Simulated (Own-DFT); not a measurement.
# How much smaller does PBEsol make it? C11b WSi2, 30 atoms (Si20W10)

The numbers are computed, not measured, by runs of the plane-wave DFT program Own-DFT (in-house, retired, unreviewed) at fixed positions, with no spin and no spin-orbit coupling.

Known weak points: forces on such cells failed a check on a denser k mesh; stress not checked against mesh or cutoff.

Each geometry was run with PBE and with PBEsol, otherwise alike: PseudoDojo norm-conserving scalar-relativistic files made for PBE; cutoff 50 hartree; 5 x 5 x 5 k mesh centred on Gamma; cold (Marzari-Vanderbilt) smearing of 0.2 eV. Unstrained cell vectors in Å: (-2.149, -5.953, 3.409); (-6.444, 2.976, 1.136); (-2.553, -2.948, -6.757). Each has a uniform strain, of which the change of volume is shown, and random moves of rms u per axis.

```
run  volume change (%)   u (Å)  P with PBE (GPa)  P with PBEsol (GPa)
  1               0.46  0.0540              6.49                 2.42
  2              -1.77  0.0504             10.75                 6.56
  3              -3.26  0.0474             16.04                11.76
  4              -2.28  0.0469             11.95                 7.72
  5              -1.28  0.0563              9.96                 5.79
  6              -1.29  0.0500             11.38                 7.24
  7              -0.15  0.0522              5.90                 1.80
  8               2.42  0.0535              0.83                -3.16
  9               0.98  0.0567              4.21                 0.17
 10               1.18  0.0425              3.37                -0.64
 11              -1.55  0.0507              9.98                    ?
```

Question: by how much does PBEsol shrink this cell, and what belongs in the blank?

## Answer

Write v for the change of volume as a fraction. Fitted to v and u², the PBE pressure has a slope of -262 ± 18 GPa in v, with the ions held to the strained lattice. The difference PBEsol less PBE is -4.10 + 5.4 v GPa (slope ± 0.3) and averages -4.12 GPa. Divided by the mean slope of the two, 259 GPa, that makes PBEsol's volume at a given pressure, near 6 GPa, about 1.6 % smaller, or 0.53 % in lengths. At one volume PBEsol's slope is the smaller by 5 GPa, but its pressure there is lower too. If stiffness rises by about 4 GPa for each GPa, PBEsol at equal pressure is stiffer by about 11 GPa. Files made for PBEsol would give a different shift.

For run 11 the line gives 5.80 GPa. The run itself gave 5.81 GPa.
